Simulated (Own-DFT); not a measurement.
# Computed records: Hf₃₁SiO₆₄ (monoclinic hafnia with substituted atoms, atoms displaced)

A calculation, not a measurement: plane-wave PBE and HSE06 DFT by an unreviewed code, no spin, of a simulated cell at Gamma alone, so results move with cell size and shape, stress positive in tension, energies less offsets, not probed for a lower state with spin; hafnium file: forces about 75 meV/angstrom off all-electron values; oxygen file: force components 24 meV/angstrom off all-electron in a glass; k mesh not checked against a denser one; forces and stress are PBE's, HSE06 gives the energy alone, and its difference from PBE has offsets of its own; offsets are fitted by least squares, one for each functional and potential file, so energies compare only between cells with the same atoms and settings and are not formation energies; the far tail of each file's local potential was reset to the Coulomb form; each entry is a single point on an unrelaxed cell, so the pressure reflects the starting lattice, mostly measured values, from which strain is counted, and rises with the displacements; printed positions are rounded, which can move forces by about a meV/angstrom; the program is a retired in-house code; no spin-orbit coupling. Program: Own-DFT development build.

```json
{"formula": "Hf31SiO64", "kind": "monoclinic hafnia with substituted atoms, atoms displaced", "structure": {"cell_angstrom": [[10.234, 0.0, 0.0], [0.0, 10.35, 0.0], [-1.6955, 0.0, 10.4453]], "atoms_fractional": [["Hf", 0.12349, 0.02037, 0.11015], ["Hf", 0.356, 0.28468, 0.15067], ["Hf", 0.36988, 0.48181, 0.392], ["Hf", 0.1425, 0.23258, 0.35589], ["O", 0.04614, 0.17043, 0.16644], ["O", 0.46049, 0.41356, 0.07417], ["O", 0.46804, 0.33414, 0.33129], ["O", 0.02043, 0.07708, 0.41805], ["O", 0.2338, 0.38392, 0.2368], ["O", 0.28728, 0.1304, 0.99722], ["O", 0.28138, 0.11728, 0.25572], ["O", 0.21846, 0.37646, 0.48832], ["Hf", 0.144, 0.00928, 0.6116], ["Hf", 0.35597, 0.27583, 0.64368], ["Hf", 0.36982, 0.47896, 0.90544], ["Hf", 0.14356, 0.22396, 0.85133], ["O", 0.04634, 0.17418, 0.67079], ["O", 0.46008, 0.4143, 0.57938], ["O", 0.43666, 0.32955, 0.81956], ["O", 0.03748, 0.08483, 0.91735], ["O", 0.22296, 0.37884, 0.73098], ["O", 0.27587, 0.12372, 0.52281], ["O", 0.26163, 0.11902, 0.76337], ["O", 0.20978, 0.36921, 0.97541], ["Si", 0.13662, 0.51605, 0.10135], ["Hf", 0.37006, 0.76328, 0.13], ["Hf", 0.36158, 0.96844, 0.40131], ["Hf", 0.14149, 0.72315, 0.34564], ["O", 0.04022, 0.67836, 0.17903], ["O", 0.4611, 0.91294, 0.06995], ["O", 0.45195, 0.83126, 0.32707], ["O", 0.03393, 0.57699, 0.43061], ["O", 0.22672, 0.87441, 0.24428], ["O", 0.27338, 0.6268, 0.01469], ["O", 0.26763, 0.61199, 0.26047], ["O", 0.22442, 0.87725, 0.48637], ["Hf", 0.13071, 0.51784, 0.60359], ["Hf", 0.36427, 0.77071, 0.63479], ["Hf", 0.35138, 0.98201, 0.88349], ["Hf", 0.13019, 0.73377, 0.86066], ["O", 0.02925, 0.67459, 0.67179], ["O", 0.45692, 0.9184, 0.57339], ["O", 0.45949, 0.82059, 0.81541], ["O", 0.03471, 0.59175, 0.93193], ["O", 0.21925, 0.87688, 0.74264], ["O", 0.26608, 0.63778, 0.48709], ["O", 0.29538, 0.61374, 0.76889], ["O", 0.21521, 0.86903, 0.99627], ["Hf", 0.65184, 0.02014, 0.09678], ["Hf", 0.86153, 0.25134, 0.15123], ["Hf", 0.85312, 0.48129, 0.40232], ["Hf", 0.63048, 0.23188, 0.35966], ["O", 0.54269, 0.17523, 0.17419], ["O", 0.96877, 0.4151, 0.08753], ["O", 0.96645, 0.32994, 0.32725], ["O", 0.53235, 0.07945, 0.42295], ["O", 0.72408, 0.37688, 0.24116], ["O", 0.77889, 0.12167, 0.02534], ["O", 0.77851, 0.12072, 0.26822], ["O", 0.72464, 0.36777, 0.48216], ["Hf", 0.64562, 0.01489, 0.61796], ["Hf", 0.85656, 0.26168, 0.6376], ["Hf", 0.86061, 0.46989, 0.89839], ["Hf", 0.63097, 0.22948, 0.85042], ["O", 0.53764, 0.15918, 0.67278], ["O", 0.9705, 0.42801, 0.59272], ["O", 0.97269, 0.32853, 0.83587], ["O", 0.54354, 0.08693, 0.92], ["O", 0.71892, 0.39404, 0.71588], ["O", 0.77547, 0.11766, 0.5151], ["O", 0.77052, 0.11965, 0.75319], ["O", 0.70747, 0.37537, 0.99468], ["Hf", 0.63933, 0.51267, 0.10522], ["Hf", 0.85801, 0.77104, 0.15457], ["Hf", 0.85736, 0.97413, 0.38829], ["Hf", 0.65372, 0.73187, 0.36516], ["O", 0.53212, 0.67893, 0.1642], ["O", 0.96509, 0.91401, 0.07509], ["O", 0.96653, 0.82778, 0.33532], ["O", 0.54776, 0.5831, 0.42911], ["O", 0.73127, 0.87174, 0.24081], ["O", 0.77728, 0.64245, 0.00941], ["O", 0.78067, 0.61769, 0.26214], ["O", 0.72849, 0.87141, 0.4917], ["Hf", 0.63433, 0.52317, 0.6044], ["Hf", 0.86831, 0.7688, 0.6435], ["Hf", 0.84578, 0.98327, 0.88209], ["Hf", 0.63556, 0.7261, 0.84721], ["O", 0.5485, 0.6846, 0.66839], ["O", 0.96652, 0.90053, 0.56849], ["O", 0.97373, 0.81794, 0.81237], ["O", 0.52844, 0.57349, 0.92962], ["O", 0.73106, 0.87928, 0.74077], ["O", 0.77813, 0.6354, 0.50878], ["O", 0.76377, 0.63376, 0.76284], ["O", 0.74058, 0.87309, 0.98174]]}, "settings": {"first_functional": "PBE", "second_functional": "HSE06", "exact_exchange_share": 0.25, "screening [1/bohr]": 0.11, "exchange_divergence": "Gygi-Baldereschi", "potential_files": "PseudoDojo norm-conserving, scalar-relativistic, made for PBE, standard set", "wave_cutoff [hartree]": 48.0, "occupations": "fixed", "k_mesh": "1 x 1 x 1 centred on Gamma"}, "results": {"PBE_energy_of_cell_above_offsets [eV]": "-77.508", "HSE06_less_PBE_above_offsets [eV]": "0.789", "PBE_pressure [GPa]": 7.43, "PBE_stress_xx [GPa]": -6.42, "PBE_stress_yy [GPa]": -7.69, "PBE_stress_zz [GPa]": -8.19, "PBE_stress_yz [GPa]": 0.23, "PBE_stress_xz [GPa]": -0.58, "PBE_stress_xy [GPa]": 1.17, "force_element": ["Hf", "Hf", "Hf", "Hf", "O", "O", "O", "O", "O", "O", "O", "O", "Hf", "Hf", "Hf", "Hf", "O", "O", "O", "O", "O", "O", "O", "O", "Si", "Hf", "Hf", "Hf", "O", "O", "O", "O", "O", "O", "O", "O", "Hf", "Hf", "Hf", "Hf", "O", "O", "O", "O", "O", "O", "O", "O", "Hf", "Hf", "Hf", "Hf", "O", "O", "O", "O", "O", "O", "O", "O", "Hf", "Hf", "Hf", "Hf", "O", "O", "O", "O", "O", "O", "O", "O", "Hf", "Hf", "Hf", "Hf", "O", "O", "O", "O", "O", "O", "O", "O", "Hf", "Hf", "Hf", "Hf", "O", "O", "O", "O", "O", "O", "O", "O"], "force_x [eV/angstrom]": [4.249, 1.303, -1.864, -1.108, -2.284, 1.053, -0.927, 2.343, -2.222, -0.405, -0.737, 0.992, -1.953, -1.283, -4.595, -0.835, -2.377, 1.239, 4.331, -1.779, -0.854, -0.456, 2.912, 0.335, -1.616, -3.51, -0.175, -0.791, -0.029, 1.841, 2.964, -0.997, -0.94, -1.199, 1.175, -1.205, 2.201, -1.589, 0.498, 3.986, 3.055, 1.94, -0.218, -1.131, 0.827, 2.152, -1.324, 0.722, -5.581, 1.403, 3.411, 0.354, 0.331, 0.852, -0.193, 1.006, 0.106, 1.761, -0.13, 0.074, -2.208, 2.883, 2.141, -1.993, -0.713, -3.907, -3.357, -0.166, 1.445, -0.014, 0.428, 1.988, -0.182, 3.082, 1.653, -2.919, 3.855, -1.141, -0.729, -1.104, -1.767, -0.885, -0.966, -1.203, -0.651, -0.752, 5.153, -1.05, -1.018, 0.83, -4.743, 3.594, -0.525, 0.041, 2.234, -2.447], "force_y [eV/angstrom]": [-2.723, -5.055, 1.391, -1.5, 2.181, 0.233, 0.758, 1.621, 1.121, 0.267, 1.124, -0.65, 1.321, -0.94, 0.37, 1.414, -0.439, 1.335, -1.882, -1.451, -0.375, 0.772, -1.384, 1.962, 1.147, 2.881, 2.478, 1.918, -2.931, 1.444, -2.078, 0.149, 0.472, -2.071, -1.107, -0.846, 1.982, -1.52, -1.254, -2.035, -2.936, -0.015, 1.999, -2.588, -0.344, -1.116, 1.278, 0.516, -1.237, 4.04, -0.239, -3.079, -0.669, 1.164, -0.119, 0.724, 0.014, 0.773, -0.062, 0.133, 0.142, 1.248, 1.713, 0.937, 1.248, -2.639, 1.163, -0.646, -3.66, 0.874, 1.635, -1.491, 2.24, -1.352, 0.088, 0.434, -3.016, 0.067, 0.068, -0.127, 1.285, -2.066, 0.115, -0.062, 2.253, -0.092, -1.395, 0.628, -1.362, 1.989, 4.996, 2.267, 0.079, -1.524, -2.698, 0.324], "force_z [eV/angstrom]": [-1.471, -2.353, 0.871, 0.717, 1.03, 1.935, -0.193, -0.034, -0.243, 1.219, 0.896, -1.018, -2.625, -0.938, -2.827, 1.153, -1.604, -0.482, 1.499, 0.326, -0.077, -0.959, -1.642, 3.346, -1.474, 2.651, -3.24, 1.07, -2.686, -1.11, 0.2, -1.356, -0.8, 0.429, -1.847, 1.417, 0.803, 0.929, 3.236, 0.175, -0.196, 2.129, 1.136, 1.568, -0.198, 3.236, -1.591, -1.612, 2.487, 2.266, -1.3, -1.411, -0.597, -0.788, 0.54, 0.552, -0.073, -3.476, -1.213, 1.513, -4.722, 0.679, 0.525, -0.613, 0.855, -0.604, -0.689, -0.279, 3.922, 0.482, 1.62, -2.002, 0.909, -1.831, 2.275, -2.111, 1.098, 0.084, -0.811, -1.751, -0.491, 0.288, 0.176, -0.07, -0.628, -0.444, 2.649, 3.013, -1.936, 0.405, 2.13, -0.641, 0.203, 0.284, -0.309, 0.436]}}
```
